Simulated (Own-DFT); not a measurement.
# Point defects and the pressure they add: zincblende GaAs

Everything here is calculated. The program is Own-DFT (plane waves, in-house, since retired, never reviewed by a person); positions were held fixed, and spin and spin-orbit coupling were off.

Method: PBE; PseudoDojo norm-conserving scalar-relativistic files; cutoff 42 hartree; 3 x 3 x 3 k mesh centred on Gamma; Fermi-Dirac smearing of 0.1 eV.

Known weak points (not all hold for every row): not probed for a lower state with spin; forces not confirmed at this smearing and k mesh; stress not checked against mesh or cutoff.

All runs share one cell, with vectors in Å (10.862, 0.000, 0.000); (0.000, 10.862, 0.000); (0.000, 0.000, 11.796) and a volume of 1391.7 Å³, strained against the parent crystal. Atoms were moved at random from their sites; u is the rms move along one axis. The defect's site can differ from row to row.

| cell | formula | u (Å) | P (GPa) |
|---|---|---|---|
| no defect | As32Ga32 | 0.0286 | 6.60 |
| no defect | As32Ga32 | 0.0289 | 6.66 |
| no defect | As32Ga32 | 0.0518 | 7.12 |
| one P on an As site | As31Ga32P | 0.0292 | ? |
| one P on an As site | As31Ga32P | 0.0292 | 6.36 |
| one P on an As site | As31Ga32P | 0.0488 | 6.66 |
| one P on an As site | As31Ga32P | 0.0489 | 6.75 |
| one In on a Ga site | As32Ga31In | 0.0290 | 7.39 |
| one In on a Ga site | As32Ga31In | 0.0303 | 7.47 |
| one In on a Ga site | As32Ga31In | 0.0327 | 7.44 |
| one As vacancy and one Ga vacancy | As31Ga31 | 0.0285 | 5.92 |
| one As vacancy and one Ga vacancy | As31Ga31 | 0.0290 | 5.95 |
| one As vacancy and one Ga vacancy | As31Ga31 | 0.0532 | 6.27 |
| one Al on a Ga site | AlAs32Ga31 | 0.0321 | 6.67 |
| one Al on a Ga site | AlAs32Ga31 | 0.0505 | 7.12 |
| one Al on a Ga site | AlAs32Ga31 | 0.0523 | 7.07 |

## Working it out

P = P0 + c u² + a shift for each defect gives P0 = 6.47 GPa, c = 224 ± 20 GPa/Å² and a scatter of 0.06 GPa. The shifts, and each times the cell's volume:

- one In on a Ga site: 0.75 ± 0.05 GPa, 6.5 eV
- one Al on a Ga site: 0.01 ± 0.05 GPa, 0.1 eV (not resolved)
- one P on an As site: -0.30 ± 0.05 GPa, -2.6 eV
- one As vacancy and one Ga vacancy: -0.76 ± 0.05 GPa, -6.6 eV

Positive is outwards. The product with the volume (160.2 GPa Å³ to the eV) is nearly free of the cell's size; divided by the bulk modulus at the cell's pressure it gives the volume that the defect adds. The atoms around the defects weren't relaxed, which would change these numbers.

## Withheld run

Question: what pressure belongs in the blank (one P on an As site, u = 0.0292 Å)?

Estimate: 6.36 ± 0.07 GPa. The hidden result is 6.36 GPa.
